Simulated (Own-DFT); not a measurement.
# Misfit strain and the stress it brings: wurtzite AlGaN with randomly placed atoms, 72 atoms (Al27Ga9N36)

Everything here is calculated. The program is Own-DFT (plane waves, in-house, since retired, never reviewed by a person); positions were held fixed, and spin and spin-orbit coupling were off.

Method: PBE; PseudoDojo norm-conserving scalar-relativistic files (stringent for Ga); cutoff 96 hartree; 4 x 4 x 3 k mesh centred on Gamma; Gaussian smearing of 0.01 eV.

Limits: forces on such cells passed a denser k mesh, each cell not checked; stress not checked against mesh or cutoff.

Unstrained cell vectors in Å: (9.394, 0.000, 0.000); (-4.697, 8.135, 0.000); (0.000, 0.000, 10.066). The unstrained cell has measured lattice constants (interpolated for alloys), not those of this functional. That, the random moves and any unrelaxed bonds set the pressure at no strain. Each run strains x and y alike by e, as a substrate would, and holds the height along z. Each atom got a random Gaussian move of width 0.05 Å along each axis. The random placing of the alloy's atoms differs from row to row. Stress is positive in tension.

```
e (%),u (Å),(s_xx + s_yy)/2 (GPa),s_zz (GPa)
-3.00,0.050,-26.74,-11.38
-2.00,0.050,-18.93,-11.30
-1.00,0.053,-12.09,-9.77
-0.50,0.049,-8.77,-8.19
0.50,0.046,-2.75,-6.24
0.75,0.046,-1.82,-4.59
2.00,0.052,4.39,-5.28
2.25,0.051,?,?
2.50,0.051,6.32,-4.31
2.75,0.048,7.65,-2.30
```

## What the rows give

With e as a fraction, the in-plane stress is -5.8 + 585 e - 3731 e² GPa (errors 3 and 174, scatter 0.17), and s_zz is -7.4 + 156 e GPa (slope ± 17, scatter 0.99). At e = 0 the first slope is C11 + C12 and the second 2 C13, both with the ions held to the strained lattice and at the cell's own pressure. The term in e² is negative: the layer stiffens under compression and softens under tension. A free layer would change its height as e changes, and the in-plane slope would drop by 2 C13²/C33 to the biaxial modulus. At fixed height, a misfit of 1 % moves the in-plane stress by about 5.9 GPa and s_zz by 1.6 GPa.

## Prediction

Question: what are the two stresses at e = 2.25 %?

From the fit: 5.5 and -3.9 GPa. The hidden result is 5.25 and -4.28 GPa.
